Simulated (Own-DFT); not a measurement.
# What a defect does to the pressure of its cell: zincblende GaAs

The numbers are computed, not measured, by runs of the plane-wave DFT program Own-DFT (in-house, retired, unreviewed) at fixed positions, with no spin and no spin-orbit coupling.

Method: PBE; PseudoDojo norm-conserving scalar-relativistic files; cutoff 42 hartree; 3 x 3 x 3 k mesh centred on Gamma; Fermi-Dirac smearing of 0.1 eV.

Known weak points (not all hold for every row): not probed for a lower state with spin; forces not confirmed at this smearing and k mesh; stress not checked against mesh or cutoff.

All runs share one cell, with vectors in Å (10.862, 0.000, 0.000); (0.000, 10.862, 0.000); (0.000, 0.000, 11.796) and a volume of 1391.7 Å³, strained against the parent crystal. The atoms are randomly displaced, by u rms on each axis. The defect's site can differ from row to row.

| cell | formula | u (Å) | P (GPa) |
|---|---|---|---|
| no defect | As32Ga32 | 0.0302 | 6.70 |
| no defect | As32Ga32 | 0.0480 | 6.95 |
| no defect | As32Ga32 | 0.0506 | 6.97 |
| one As vacancy and one Ga vacancy | As31Ga31 | 0.0280 | 5.94 |
| one As vacancy and one Ga vacancy | As31Ga31 | 0.0300 | 5.93 |
| one As vacancy and one Ga vacancy | As31Ga31 | 0.0502 | ? |
| one As vacancy and one Ga vacancy | As31Ga31 | 0.0557 | 6.34 |
| one Al on a Ga site | AlAs32Ga31 | 0.0287 | 6.65 |
| one Al on a Ga site | AlAs32Ga31 | 0.0298 | 6.68 |
| one Al on a Ga site | AlAs32Ga31 | 0.0445 | 6.91 |
| one In on a Ga site | As32Ga31In | 0.0282 | 7.39 |
| one In on a Ga site | As32Ga31In | 0.0292 | 7.40 |
| one In on a Ga site | As32Ga31In | 0.0307 | 7.43 |
| one P on an As site | As31Ga32P | 0.0302 | 6.43 |
| one P on an As site | As31Ga32P | 0.0329 | 6.42 |
| one P on an As site | As31Ga32P | 0.0544 | 6.85 |

## What the rows give

P = P0 + c u² + a shift for each defect gives P0 = 6.50 GPa, c = 192 ± 8 GPa/Å² and a scatter of 0.02 GPa. The shifts, and each times the cell's volume:

- one In on a Ga site: 0.74 ± 0.02 GPa, 6.4 eV
- one Al on a Ga site: 0.01 ± 0.02 GPa, 0.1 eV (not resolved)
- one P on an As site: -0.26 ± 0.02 GPa, -2.2 eV
- one As vacancy and one Ga vacancy: -0.74 ± 0.02 GPa, -6.4 eV

A positive shift means that the defect pushes the cell outwards. Shift times volume (160.2 GPa Å³ is 1 eV) depends little on the cell's size, so, taken for each site, it can be compared between cells at like pressure. The atoms around the defects weren't relaxed, which would change these numbers.

## Prediction

Question: what pressure belongs in the blank (one As vacancy and one Ga vacancy, u = 0.0502 Å)?

The fitted form gives 6.25 ± 0.03 GPa. DFT gave 6.21 GPa.
